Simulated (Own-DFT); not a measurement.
Simulation results for Al$_{32}$O$_{47}$ (corundum with one vacancy, atoms displaced)

A calculation, not a measurement: plane-wave PBE density functional theory by an unreviewed code, no spin, of a simulated periodic cell, stress positive in tension, free energy of the whole cell less one offset for each atom, defect cell not probed for a lower state with spin; oxygen file: force components 24 meV/angstrom off all-electron in one glass; forces on such cells passed a denser k mesh, this cell's mesh not checked; offsets are fitted by least squares, one for each functional and potential file, so energies compare only between cells with the same atoms and settings and are not formation energies; the far tail of each file's local potential was reset to the Coulomb form; each entry is a single point on an unrelaxed cell, so the pressure reflects the starting lattice, mostly measured values, from which strain is counted, and rises with the displacements; printed positions are rounded, which can move forces by about a meV/angstrom; the program is a retired in-house code; no spin-orbit coupling; before rounding, a Quantum ESPRESSO 7.3.1 run of the same cell and cutoff gave forces within 1 meV/angstrom rms on each cell, which checks the program and not the settings. Program: Own-DFT development build.

Common to all runs: functional PBE; potential files PseudoDojo norm-conserving, scalar-relativistic, standard set; wave cutoff 72 hartree; occupations Fermi-Dirac; smearing width 0.1 eV; k mesh 3 x 3 x 3 centred on Gamma.

(1) 
```cif
# cell vector a (Å): 5.4940 0.0000 8.6604
# cell vector b (Å): -2.7470 4.7579 8.6604
# cell vector c (Å): -2.7470 -4.7579 8.6604
data_Al32O47
_symmetry_space_group_name_H-M 'P 1'
_symmetry_Int_Tables_number 1
_cell_length_a 10.2561
_cell_length_b 10.2560
_cell_length_c 10.2560
_cell_angle_alpha 55.280
_cell_angle_beta 55.280
_cell_angle_gamma 55.280
_cell_volume 679.15
loop_
_atom_site_label
_atom_site_type_symbol
_atom_site_fract_x
_atom_site_fract_y
_atom_site_fract_z
_atom_site_occupancy
Al1 Al 0.18145 0.17184 0.17514 1
Al2 Al 0.32200 0.32639 0.32351 1
Al3 Al 0.42137 0.43542 0.42382 1
Al4 Al 0.07489 0.07244 0.07101 1
O1 O 0.27361 0.46937 0.12571 1
O2 O 0.46748 0.12901 0.28025 1
O3 O 0.12875 0.27478 0.46663 1
O4 O 0.02095 0.37946 0.21989 1
O5 O 0.37058 0.22939 0.02564 1
Al5 Al 0.17781 0.17830 0.67405 1
Al6 Al 0.32115 0.32487 0.82343 1
Al7 Al 0.42283 0.42335 0.92966 1
Al8 Al 0.07843 0.07503 0.57161 1
O6 O 0.28036 0.47555 0.62991 1
O7 O 0.47621 0.12049 0.77532 1
O8 O 0.12698 0.27606 0.98296 1
O9 O 0.21845 0.02809 0.88336 1
O10 O 0.03401 0.37022 0.72011 1
O11 O 0.37258 0.22061 0.52604 1
Al9 Al 0.17475 0.67708 0.17942 1
Al10 Al 0.33413 0.81732 0.32072 1
Al11 Al 0.42834 0.92293 0.43101 1
Al12 Al 0.07514 0.56472 0.08032 1
O12 O 0.27592 0.97685 0.12383 1
O13 O 0.46578 0.62037 0.28377 1
O14 O 0.12016 0.77841 0.47632 1
O15 O 0.22541 0.53040 0.37256 1
O16 O 0.03065 0.87407 0.22364 1
O17 O 0.37712 0.71855 0.03251 1
Al13 Al 0.17726 0.67030 0.67986 1
Al14 Al 0.32275 0.82101 0.82277 1
Al15 Al 0.42684 0.93051 0.92339 1
Al16 Al 0.07292 0.56937 0.57393 1
O18 O 0.27400 0.97202 0.63134 1
O19 O 0.46699 0.62354 0.77895 1
O20 O 0.12425 0.77545 0.97388 1
O21 O 0.22075 0.52498 0.88303 1
O22 O 0.02880 0.87562 0.72148 1
O23 O 0.37653 0.72854 0.52313 1
Al17 Al 0.67740 0.16933 0.18413 1
Al18 Al 0.81582 0.32401 0.32790 1
Al19 Al 0.93383 0.41866 0.42421 1
Al20 Al 0.57320 0.07416 0.07421 1
O24 O 0.77850 0.46698 0.12752 1
O25 O 0.96432 0.12752 0.28183 1
O26 O 0.62494 0.27566 0.47377 1
O27 O 0.72620 0.02505 0.37835 1
O28 O 0.53595 0.37037 0.21835 1
O29 O 0.87896 0.22350 0.02932 1
Al21 Al 0.67796 0.17751 0.67023 1
Al22 Al 0.82193 0.32975 0.82740 1
Al23 Al 0.92388 0.42397 0.92667 1
Al24 Al 0.57713 0.07366 0.56810 1
O30 O 0.78075 0.46257 0.62846 1
O31 O 0.97745 0.12508 0.77678 1
O32 O 0.62586 0.27672 0.96470 1
O33 O 0.71897 0.02617 0.87232 1
O34 O 0.52950 0.37806 0.72178 1
O35 O 0.87263 0.21299 0.53431 1
Al25 Al 0.67662 0.68170 0.17488 1
Al26 Al 0.82472 0.82068 0.32617 1
Al27 Al 0.92707 0.92336 0.42566 1
Al28 Al 0.57690 0.57266 0.07696 1
O36 O 0.78621 0.96698 0.12554 1
O37 O 0.97617 0.61624 0.28183 1
O38 O 0.62592 0.77531 0.47318 1
O39 O 0.71878 0.52166 0.38047 1
O40 O 0.52753 0.87615 0.21861 1
O41 O 0.87774 0.72204 0.02882 1
Al29 Al 0.67152 0.67814 0.67498 1
Al30 Al 0.81898 0.82350 0.82981 1
Al31 Al 0.92396 0.91907 0.93059 1
Al32 Al 0.57872 0.57233 0.57580 1
O42 O 0.78131 0.96879 0.62374 1
O43 O 0.96803 0.63221 0.77852 1
O44 O 0.62603 0.77543 0.97518 1
O45 O 0.72192 0.52660 0.87611 1
O46 O 0.52916 0.87517 0.72130 1
O47 O 0.87686 0.72523 0.52588 1
_calc_free_energy_of_cell_above_offsets '-56.120'  # eV
_calc_pressure 7.44  # GPa
_calc_stress_xx -7.53  # GPa
_calc_stress_yy -7.75  # GPa
_calc_stress_zz -7.03  # GPa
_calc_stress_yz -0.51  # GPa
_calc_stress_xz 0.12  # GPa
_calc_stress_xy -0.1  # GPa
```

Force:
```tsv
element	x (eV/Å)	y (eV/Å)	z (eV/Å)
Al	-1.381	-1.085	0.419
Al	0.499	0.214	-0.121
Al	0.768	-2.146	-0.468
Al	-0.851	-0.714	1.45
O	0.209	-0.482	1.253
O	1.299	-0.605	-0.414
O	-0.229	0.011	0.67
O	0.153	-1.178	0.078
O	1.19	-1.046	0.227
Al	-0.061	-1.463	-0.778
Al	0.513	-0.947	0.891
Al	0.368	0.41	-0.217
Al	0.146	-0.522	-1.26
O	0.394	0.452	-1.637
O	-0.861	0.757	0.445
O	-0.251	1.547	-1.742
O	1.418	1.046	-0.889
O	-0.847	0.584	0.853
O	0.322	0.325	0.948
Al	0.542	0.802	-0.65
Al	-2.444	0.426	-0.005
Al	-1.212	0.673	-0.685
Al	-0.17	1.056	0.334
O	0.906	-0.955	0.009
O	0.814	1.489	1.099
O	1.475	0.103	0.35
O	-0.153	-0.703	-0.246
O	-0.099	-0.085	-0.52
O	0.023	0.333	-0.3
Al	-1.062	1.054	0.684
Al	-0.756	-0.617	0.756
Al	-0.118	-0.721	-0.599
Al	-0.694	0.745	1.264
O	1.093	0.414	0.066
O	0.439	0.418	0.811
O	0.066	-0.181	0.491
O	0.235	1.128	-0.825
O	0.128	-0.397	0.117
O	0.117	-0.734	-0.201
Al	0.363	1.058	-0.241
Al	1.352	0.037	0.539
Al	-0.96	-0.313	-0.855
Al	-0.141	0.997	-0.134
O	-0.678	0.824	0.098
O	0.735	-0.178	-0.26
O	-1.049	0.378	-0.774
O	-0.018	0.508	-1.327
O	-1	-0.04	0.105
O	-0.6	0.023	-1.133
Al	-0.604	-0.93	0.046
Al	0.803	-0.939	-1.66
Al	0.301	-0.084	1.721
Al	-0.646	-0.595	0.91
O	-0.253	1.115	0.593
O	-0.803	-0.259	-0.076
O	0.031	-0.927	0.97
O	-0.425	-0.732	0.954
O	0.056	-0.358	-0.968
O	0.761	1.322	1.019
Al	1.087	-1.088	-0.3
Al	0.797	-0.14	0.225
Al	0.006	0.204	1.352
Al	0.014	0.068	-0.522
O	-1.238	0.056	-0.145
O	-0.87	0.511	0.659
O	0.248	0.19	0.294
O	-0.214	0.977	0.253
O	0.091	-0.04	0.573
O	-0.59	-0.495	-0.417
Al	0.428	-0.501	0.781
Al	0.957	1.424	0.015
Al	0.986	1.554	0.499
Al	-0.122	-0.452	-1.063
O	-0.598	-0.154	-0.189
O	0.741	-1.498	-1.162
O	-0.56	-0.274	-0.239
O	0.098	0.513	-0.083
O	-0.141	-0.174	-0.48
O	-0.276	-0.991	-1.235
```

(2) 
```cif
# cell vector a (Å): 5.4940 0.0000 8.6604
# cell vector b (Å): -2.7470 4.7579 8.6604
# cell vector c (Å): -2.7470 -4.7579 8.6604
data_Al32O47
_symmetry_space_group_name_H-M 'P 1'
_symmetry_Int_Tables_number 1
_cell_length_a 10.2561
_cell_length_b 10.2560
_cell_length_c 10.2560
_cell_angle_alpha 55.280
_cell_angle_beta 55.280
_cell_angle_gamma 55.280
_cell_volume 679.15
loop_
_atom_site_label
_atom_site_type_symbol
_atom_site_fract_x
_atom_site_fract_y
_atom_site_fract_z
_atom_site_occupancy
Al1 Al 0.17679 0.17607 0.17759 1
Al2 Al 0.32447 0.31827 0.33042 1
Al3 Al 0.43067 0.42500 0.42229 1
Al4 Al 0.07012 0.07017 0.07539 1
O1 O 0.27154 0.47321 0.12791 1
O2 O 0.46706 0.12572 0.27403 1
O3 O 0.11696 0.27725 0.47923 1
O4 O 0.22229 0.02990 0.37652 1
O5 O 0.02810 0.37605 0.21823 1
O6 O 0.37594 0.21924 0.03286 1
Al5 Al 0.18040 0.17013 0.67203 1
Al6 Al 0.31904 0.32447 0.82751 1
Al7 Al 0.42769 0.43286 0.92106 1
Al8 Al 0.07375 0.06783 0.57282 1
O7 O 0.27959 0.46833 0.62947 1
O8 O 0.47442 0.11829 0.77806 1
O9 O 0.12376 0.27585 0.97752 1
O10 O 0.22516 0.03490 0.87050 1
O11 O 0.02754 0.37788 0.72427 1
O12 O 0.38262 0.21578 0.52724 1
Al9 Al 0.18441 0.67548 0.17594 1
Al10 Al 0.32326 0.81703 0.32829 1
Al11 Al 0.42187 0.92788 0.43090 1
Al12 Al 0.06825 0.57215 0.07716 1
O13 O 0.27714 0.96916 0.13012 1
O14 O 0.47224 0.62027 0.28416 1
O15 O 0.11798 0.78001 0.47543 1
O16 O 0.02896 0.87450 0.22182 1
O17 O 0.37823 0.71733 0.03138 1
Al13 Al 0.17285 0.67591 0.67782 1
Al14 Al 0.32260 0.82738 0.82488 1
Al15 Al 0.42071 0.92102 0.93006 1
Al16 Al 0.07627 0.57231 0.57510 1
O18 O 0.28041 0.98081 0.62246 1
O19 O 0.47247 0.62406 0.77614 1
O20 O 0.12908 0.77534 0.96615 1
O21 O 0.22298 0.52268 0.87586 1
O22 O 0.03199 0.87654 0.71576 1
O23 O 0.37644 0.72572 0.52843 1
Al17 Al 0.67212 0.17841 0.17370 1
Al18 Al 0.82213 0.31807 0.32898 1
Al19 Al 0.92687 0.41943 0.42809 1
Al20 Al 0.57282 0.06702 0.07494 1
O24 O 0.77367 0.47192 0.12803 1
O25 O 0.96661 0.12892 0.28082 1
O26 O 0.62106 0.27900 0.47467 1
O27 O 0.71172 0.02828 0.38140 1
O28 O 0.52798 0.37841 0.22275 1
O29 O 0.87335 0.21946 0.02992 1
Al21 Al 0.67710 0.17498 0.67874 1
Al22 Al 0.82736 0.32048 0.81706 1
Al23 Al 0.92464 0.42807 0.92262 1
Al24 Al 0.57603 0.07345 0.57428 1
O30 O 0.78033 0.47804 0.62182 1
O31 O 0.97499 0.12419 0.78335 1
O32 O 0.62007 0.28373 0.97506 1
O33 O 0.72341 0.02713 0.87517 1
O34 O 0.53704 0.36926 0.71906 1
O35 O 0.87600 0.22343 0.52730 1
Al25 Al 0.68056 0.67952 0.17028 1
Al26 Al 0.82644 0.82084 0.32138 1
Al27 Al 0.92636 0.93281 0.42389 1
Al28 Al 0.56941 0.57707 0.07424 1
O36 O 0.77293 0.97477 0.12438 1
O37 O 0.97104 0.62317 0.28863 1
O38 O 0.62374 0.77502 0.47581 1
O39 O 0.71616 0.52640 0.37906 1
O40 O 0.52311 0.87080 0.22915 1
O41 O 0.87613 0.72480 0.02979 1
Al29 Al 0.67416 0.68483 0.67344 1
Al30 Al 0.82737 0.82942 0.81847 1
Al31 Al 0.92428 0.92296 0.93044 1
Al32 Al 0.58019 0.57323 0.56819 1
O42 O 0.76794 0.97943 0.62478 1
O43 O 0.97666 0.62440 0.77600 1
O44 O 0.62048 0.77967 0.97657 1
O45 O 0.72410 0.52418 0.87341 1
O46 O 0.52311 0.87322 0.72923 1
O47 O 0.88063 0.72483 0.52428 1
_calc_free_energy_of_cell_above_offsets '-56.336'  # eV
_calc_pressure 7.27  # GPa
_calc_stress_xx -7.92  # GPa
_calc_stress_yy -7.71  # GPa
_calc_stress_zz -6.18  # GPa
_calc_stress_yz -0.44  # GPa
_calc_stress_xz 0.09  # GPa
_calc_stress_xy -0.03  # GPa
```

Force:
```tsv
element	x (eV/Å)	y (eV/Å)	z (eV/Å)
Al	0.348	0.124	-0.424
Al	-0.356	1.092	-0.271
Al	-0.935	-0.637	-0.113
Al	-0.018	1.074	0.942
O	0.459	-0.136	0.358
O	-0.099	-0.323	0.877
O	1.146	0.267	0.53
O	-0.158	-0.068	-0.567
O	-0.698	-0.63	0.171
O	0.052	0.582	-0.623
Al	-1.243	0.722	1.382
Al	1.078	-0.657	-0.007
Al	-0.171	-1.209	-0.529
Al	-0.328	0.873	1.3
O	0.129	0.881	-0.288
O	-1.008	0.093	0.841
O	-0.192	0.167	-0.401
O	-0.23	-1.208	-0.54
O	0.831	-0.401	-0.732
O	-1.137	0.593	-0.76
Al	-0.797	-1.976	-0.933
Al	0.07	0.287	0.488
Al	0.886	0.131	-0.335
Al	1.249	-0.116	1.238
O	-0.137	0.017	-0.493
O	-0.295	0.708	-0.139
O	0.883	0.2	0.909
O	-0.053	0.345	-0.192
O	-0.683	1.012	-0.441
Al	1.277	-0.261	0.277
Al	0.629	-0.063	-0.822
Al	0.068	0.946	1.588
Al	0.794	0.616	-0.788
O	0.286	-0.958	-0.96
O	-0.6	0.585	0.678
O	-0.626	-0.01	0.452
O	-0.484	0.372	0.409
O	-0.82	-0.851	-0.197
O	-0.778	-0.636	-0.782
Al	-0.078	-0.098	0.25
Al	-0.851	1.343	0.044
Al	-0.632	0.913	0.718
Al	-0.943	0.252	0.647
O	0.544	0.37	0.247
O	0.762	-0.448	-0.304
O	0.682	-0.055	0.324
O	1.322	0.65	-0.312
O	0.014	-0.349	-0.777
O	0.1	-0.084	0.126
Al	-0.626	0.384	-0.846
Al	-1.316	0.219	1.185
Al	-0.193	-0.846	-0.009
Al	-0.797	-0.336	0.13
O	0.378	-0.432	-0.704
O	0.438	-0.614	-1.452
O	0.813	0.054	-0.342
O	0.48	-0.113	0.015
O	-1.098	0.216	0.527
O	-0.012	-0.706	-0.383
Al	-0.819	-1.284	-0.712
Al	-0.889	-0.242	0.741
Al	-0.372	-0.855	-1.2
Al	1.595	-0.691	0.692
O	0.447	-0.566	0.11
O	0.762	0.454	-1.24
O	0.075	0.918	0.339
O	1.347	0.696	-0.076
O	0.807	0.651	0.166
O	-0.002	0.301	-0.552
Al	1.013	-0.894	-0.414
Al	-0.484	-0.516	-1.164
Al	0.255	0.704	0.914
Al	-0.975	-0.607	0.393
O	1.657	-0.798	0.852
O	-1.185	-0.009	0.421
O	0.845	0.303	0.236
O	-0.849	0.429	0.622
O	0.489	0.302	-0.077
O	-1.041	-0.164	-0.237
```

(3) 
```cif
# cell vector a (Å): 5.4940 0.0000 8.6604
# cell vector b (Å): -2.7470 4.7579 8.6604
# cell vector c (Å): -2.7470 -4.7579 8.6604
data_Al32O47
_symmetry_space_group_name_H-M 'P 1'
_symmetry_Int_Tables_number 1
_cell_length_a 10.2561
_cell_length_b 10.2560
_cell_length_c 10.2560
_cell_angle_alpha 55.280
_cell_angle_beta 55.280
_cell_angle_gamma 55.280
_cell_volume 679.15
loop_
_atom_site_label
_atom_site_type_symbol
_atom_site_fract_x
_atom_site_fract_y
_atom_site_fract_z
_atom_site_occupancy
Al1 Al 0.17123 0.18167 0.17906 1
Al2 Al 0.32708 0.32016 0.31983 1
Al3 Al 0.42432 0.43135 0.42173 1
Al4 Al 0.07583 0.07271 0.07542 1
O1 O 0.28218 0.46535 0.12759 1
O2 O 0.47256 0.12382 0.27729 1
O3 O 0.12961 0.27414 0.47372 1
O4 O 0.22628 0.02333 0.37218 1
O5 O 0.37711 0.22403 0.02346 1
Al5 Al 0.17700 0.17885 0.67048 1
Al6 Al 0.32280 0.33050 0.82093 1
Al7 Al 0.41941 0.42869 0.92152 1
Al8 Al 0.07935 0.06962 0.57066 1
O6 O 0.27449 0.47136 0.62939 1
O7 O 0.47415 0.12832 0.77123 1
O8 O 0.13678 0.27417 0.96742 1
O9 O 0.22446 0.02789 0.87557 1
O10 O 0.02914 0.37601 0.71761 1
O11 O 0.37153 0.22907 0.52844 1
Al9 Al 0.16973 0.68324 0.17978 1
Al10 Al 0.32420 0.82590 0.32232 1
Al11 Al 0.42116 0.93248 0.42194 1
Al12 Al 0.07045 0.57437 0.07796 1
O12 O 0.27623 0.96615 0.12822 1
O13 O 0.47298 0.62073 0.28416 1
O14 O 0.12117 0.77620 0.47604 1
O15 O 0.21879 0.53044 0.37689 1
O16 O 0.02409 0.88145 0.22028 1
O17 O 0.37289 0.72634 0.02580 1
Al13 Al 0.17684 0.67960 0.67098 1
Al14 Al 0.32846 0.82648 0.81996 1
Al15 Al 0.42548 0.92750 0.92084 1
Al16 Al 0.07879 0.57128 0.57865 1
O18 O 0.27945 0.97412 0.62378 1
O19 O 0.47627 0.62185 0.77728 1
O20 O 0.11780 0.78348 0.97220 1
O21 O 0.21782 0.53545 0.87274 1
O22 O 0.03281 0.87480 0.72196 1
O23 O 0.37067 0.72302 0.52756 1
Al17 Al 0.67604 0.17549 0.17717 1
Al18 Al 0.82159 0.32477 0.32391 1
Al19 Al 0.92251 0.42941 0.43090 1
Al20 Al 0.57629 0.07415 0.06963 1
O24 O 0.78220 0.46740 0.12918 1
O25 O 0.97208 0.13036 0.27324 1
O26 O 0.62988 0.27644 0.47094 1
O27 O 0.72655 0.02280 0.37479 1
O28 O 0.52828 0.37907 0.22033 1
O29 O 0.87542 0.21851 0.02813 1
Al21 Al 0.67780 0.18459 0.67082 1
Al22 Al 0.82634 0.32805 0.82096 1
Al23 Al 0.92403 0.42144 0.92929 1
Al24 Al 0.57731 0.06691 0.57579 1
O30 O 0.77415 0.47321 0.62626 1
O31 O 0.97221 0.12361 0.77825 1
O32 O 0.62228 0.27535 0.98096 1
O33 O 0.72121 0.02828 0.87290 1
O34 O 0.52409 0.37365 0.72181 1
O35 O 0.88134 0.21581 0.52769 1
Al25 Al 0.67635 0.67596 0.17496 1
Al26 Al 0.82384 0.82367 0.32448 1
Al27 Al 0.93064 0.92149 0.42850 1
Al28 Al 0.57141 0.57188 0.07389 1
O36 O 0.78198 0.96469 0.12010 1
O37 O 0.97141 0.62100 0.28090 1
O38 O 0.62310 0.78303 0.46815 1
O39 O 0.71512 0.52940 0.37794 1
O40 O 0.52886 0.87439 0.22087 1
O41 O 0.87221 0.71632 0.03213 1
Al29 Al 0.67368 0.67340 0.67897 1
Al30 Al 0.81980 0.82868 0.82959 1
Al31 Al 0.92677 0.92711 0.92268 1
Al32 Al 0.57276 0.58416 0.57021 1
O42 O 0.77993 0.97106 0.62917 1
O43 O 0.97537 0.62935 0.77719 1
O44 O 0.62813 0.78180 0.97567 1
O45 O 0.72958 0.52057 0.87690 1
O46 O 0.53561 0.86962 0.72336 1
O47 O 0.87661 0.72194 0.52776 1
_calc_free_energy_of_cell_above_offsets '-56.655'  # eV
_calc_pressure 7.12  # GPa
_calc_stress_xx -7.48  # GPa
_calc_stress_yy -6.95  # GPa
_calc_stress_zz -6.92  # GPa
_calc_stress_yz -0.14  # GPa
_calc_stress_xz 0  # GPa
_calc_stress_xy -0.52  # GPa
```

Force:
```tsv
element	x (eV/Å)	y (eV/Å)	z (eV/Å)
Al	-0.049	1.042	0.068
Al	-0.618	0.071	0.816
Al	0.182	-1.459	0.055
Al	0.12	0.519	0.23
O	-0.577	1.237	-0.223
O	0.063	-0.147	0.257
O	-0.469	0.617	-0.792
O	-0.777	0.158	0.412
O	-0.238	-0.525	-0.064
Al	-0.263	-0.661	0.411
Al	0.679	-0.798	-0.546
Al	0.335	-0.972	0.927
Al	-0.798	-0.04	0.394
O	0.592	0.877	-0.198
O	-0.221	-0.671	-0.21
O	-1.644	-0.071	-1.005
O	0.199	0.588	-0.677
O	-0.351	-0.41	0.163
O	1.105	-0.335	-0.291
Al	0.852	-0.219	-0.542
Al	0.393	-0.239	-0.472
Al	0.896	-0.445	0.093
Al	0.296	-0.58	-0.535
O	0.174	0.352	0.174
O	-0.037	1.113	-0.144
O	1.013	0.723	0.649
O	0.233	0.391	-0.054
O	0.35	-0.717	-0.256
O	0.481	-0.526	-0.115
Al	-0.891	-0.784	0.022
Al	-1.037	-0.615	-0.668
Al	-0.265	-0.194	1.66
Al	-0.695	0.272	-0.593
O	0.538	-0.146	-0.1
O	-0.638	0.376	0.236
O	1.297	-0.742	0.847
O	0.505	-0.398	0.367
O	-0.223	0.052	-0.223
O	0.56	0.171	0.843
Al	0.268	0.1	-0.269
Al	0.388	-0.271	0.693
Al	1.057	-0.311	-1
Al	-0.076	-0.108	0.138
O	-0.082	0.897	-0.791
O	0.122	-0.813	-0.235
O	-0.519	0.206	-0.596
O	-0.81	0.39	0.006
O	0.177	-0.775	-0.511
O	0.33	0.118	0.579
Al	0.16	-1.032	-1.218
Al	0.097	-1.367	-0.859
Al	0.712	0.377	1.44
Al	-0.37	1.134	1.125
O	0.091	-0.024	0.181
O	-0.14	0.671	0.373
O	0.456	1.278	-0.338
O	0.004	0.253	0.554
O	-0.125	1.127	1.363
O	-0.32	0.837	0.383
Al	-0.232	-0.365	-0.057
Al	-0.047	0.347	-0.133
Al	-1.01	0.386	-0.085
Al	0.033	0.436	0.991
O	-1.016	-0.405	0.952
O	-0.255	0.486	0.687
O	-0.225	-0.561	0.012
O	0.638	-0.226	0.545
O	-0.344	0.045	0.15
O	0.437	0.643	0.728
Al	1.038	0.368	0.718
Al	1.149	0.133	-0.543
Al	-0.024	0.087	0.017
Al	-0.075	-0.567	-1.188
O	0.448	0.561	-0.711
O	-0.438	-0.899	-0.955
O	-0.813	-0.332	-1.974
O	-1.131	0.824	-0.147
O	-0.45	-0.048	-0.516
O	-0.175	-0.46	-0.423
```
